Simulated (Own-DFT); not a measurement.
# Which defects push the lattice out? zincblende GaAs

The numbers are computed, not measured, by runs of the plane-wave DFT program Own-DFT (in-house, retired, unreviewed) at fixed positions, with no spin and no spin-orbit coupling.

Common settings: PBE; PseudoDojo norm-conserving scalar-relativistic files; cutoff 42 hartree; 3 x 3 x 3 k mesh centred on Gamma; Fermi-Dirac smearing of 0.1 eV.

Caveats (not all hold for every row): not probed for a lower state with spin; forces not confirmed at this smearing and k mesh; stress not checked against mesh or cutoff.

All runs share one cell, with vectors in Å (11.737, 0.000, 0.000); (0.000, 11.737, 0.000); (0.000, 0.000, 10.919) and a volume of 1504.3 Å³, strained against the parent crystal. The atoms are randomly displaced, by u rms on each axis. The defect's site can differ from row to row.

| cell | formula | u (Å) | P (GPa) |
|---|---|---|---|
| no defect | As32Ga32 | 0.0300 | 0.79 |
| no defect | As32Ga32 | 0.0303 | 0.77 |
| no defect | As32Ga32 | 0.0521 | 1.13 |
| one Al on a Ga site | AlAs32Ga31 | 0.0324 | 0.77 |
| one Al on a Ga site | AlAs32Ga31 | 0.0477 | 0.91 |
| one Al on a Ga site | AlAs32Ga31 | 0.0552 | 1.25 |
| one In on a Ga site | As32Ga31In | 0.0294 | ? |
| one In on a Ga site | As32Ga31In | 0.0310 | 1.33 |
| one In on a Ga site | As32Ga31In | 0.0492 | 1.63 |
| one In on a Ga site | As32Ga31In | 0.0552 | 1.65 |
| one P on an As site | As31Ga32P | 0.0286 | 0.53 |
| one P on an As site | As31Ga32P | 0.0464 | 0.73 |
| one P on an As site | As31Ga32P | 0.0500 | 0.86 |
| one As vacancy and one Ga vacancy | As31Ga31 | 0.0292 | 0.44 |
| one As vacancy and one Ga vacancy | As31Ga31 | 0.0306 | 0.45 |
| one As vacancy and one Ga vacancy | As31Ga31 | 0.0528 | 0.74 |

## Analysis

P = P0 + c u² + a shift for each defect gives P0 = 0.62 GPa, c = 183 ± 17 GPa/Å² and a scatter of 0.06 GPa. The shifts, and each times the cell's volume:

- one In on a Ga site: 0.53 ± 0.05 GPa, 5.0 eV
- one Al on a Ga site: -0.04 ± 0.05 GPa, -0.3 eV (not resolved)
- one P on an As site: -0.25 ± 0.05 GPa, -2.3 eV
- one As vacancy and one Ga vacancy: -0.35 ± 0.05 GPa, -3.3 eV

A positive shift means that the defect pushes the cell outwards. Shift times volume (160.2 GPa Å³ is 1 eV) depends little on the cell's size, so, taken for each site, it can be compared between cells at like pressure. The atoms around the defects weren't relaxed, which would change these numbers.

## Check

Q: what pressure belongs in the blank (one In on a Ga site, u = 0.0294 Å)?

The fitted form gives 1.31 ± 0.07 GPa. Computed: 1.29 GPa.
